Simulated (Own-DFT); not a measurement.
# One host, several defects: C40 NbSi2

Calculated, not measured: single-point runs of Own-DFT, a retired in-house plane-wave DFT program that no person has reviewed, on unrelaxed cells, without spin or spin-orbit coupling.

Settings: PBEsol; PseudoDojo norm-conserving scalar-relativistic files, made for PBE; cutoff 42 hartree; 4 x 4 x 5 k mesh centred on Gamma; cold (Marzari-Vanderbilt) smearing of 0.2 eV.

Caveats: forces on such cells failed a check on a denser k mesh; stress not checked against mesh or cutoff.

All runs share one cell, with vectors in Å (0.000, 8.324, 0.000); (-9.613, 0.000, 0.000); (0.000, 0.000, 6.586) and a volume of 527.0 Å³. The atoms are randomly displaced, by u rms on each axis. The defect's site can differ from row to row.

| cell | formula | u (Å) | P (GPa) |
|---|---|---|---|
| no defect | Nb12Si24 | 0.0204 | -2.17 |
| no defect | Nb12Si24 | 0.0492 | -1.06 |
| no defect | Nb12Si24 | 0.0502 | -0.97 |
| one Si vacancy | Nb12Si23 | 0.0307 | -2.61 |
| one Si vacancy | Nb12Si23 | 0.0329 | -2.51 |
| one Si vacancy | Nb12Si23 | 0.0476 | -1.73 |
| two Nb on a Si site each | Nb14Si22 | 0.0283 | 3.32 |
| two Nb on a Si site each | Nb14Si22 | 0.0499 | 4.59 |
| two Nb on a Si site each | Nb14Si22 | 0.0544 | 4.37 |
| two Nb vacancies | Nb10Si24 | 0.0275 | -3.35 |
| two Nb vacancies | Nb10Si24 | 0.0291 | ? |
| two Nb vacancies | Nb10Si24 | 0.0486 | -2.22 |
| two Nb vacancies | Nb10Si24 | 0.0517 | -2.60 |
| two Si on a Nb site each | Nb10Si26 | 0.0296 | -1.71 |
| two Si on a Nb site each | Nb10Si26 | 0.0310 | -1.64 |
| two Si on a Nb site each | Nb10Si26 | 0.0458 | -1.16 |

## Analysis

P = P0 + c u² + a shift for each defect gives P0 = -2.37 GPa, c = 546 ± 59 GPa/Å² and a scatter of 0.18 GPa. The shifts, and each times the cell's volume:

- two Nb on a Si site each: 5.33 ± 0.15 GPa, 17.5 eV (8.8 eV for each of its 2 sites)
- two Si on a Nb site each: 0.15 ± 0.15 GPa, 0.5 eV (0.3 eV for each of its 2 sites) (not resolved)
- one Si vacancy: -0.69 ± 0.15 GPa, -2.3 eV
- two Nb vacancies: -1.41 ± 0.15 GPa, -4.6 eV (-2.3 eV for each of its 2 sites)

Against the defect-free cell, a freed cell would be larger where the shift is positive and smaller where it is negative (160.2 GPa Å³ is 1 eV). The atoms around the defects weren't relaxed, which would change these numbers.

## Check

Question: what pressure belongs in the blank (two Nb vacancies, u = 0.0291 Å)?

Estimate: -3.32 ± 0.22 GPa. Computed: -3.54 GPa.
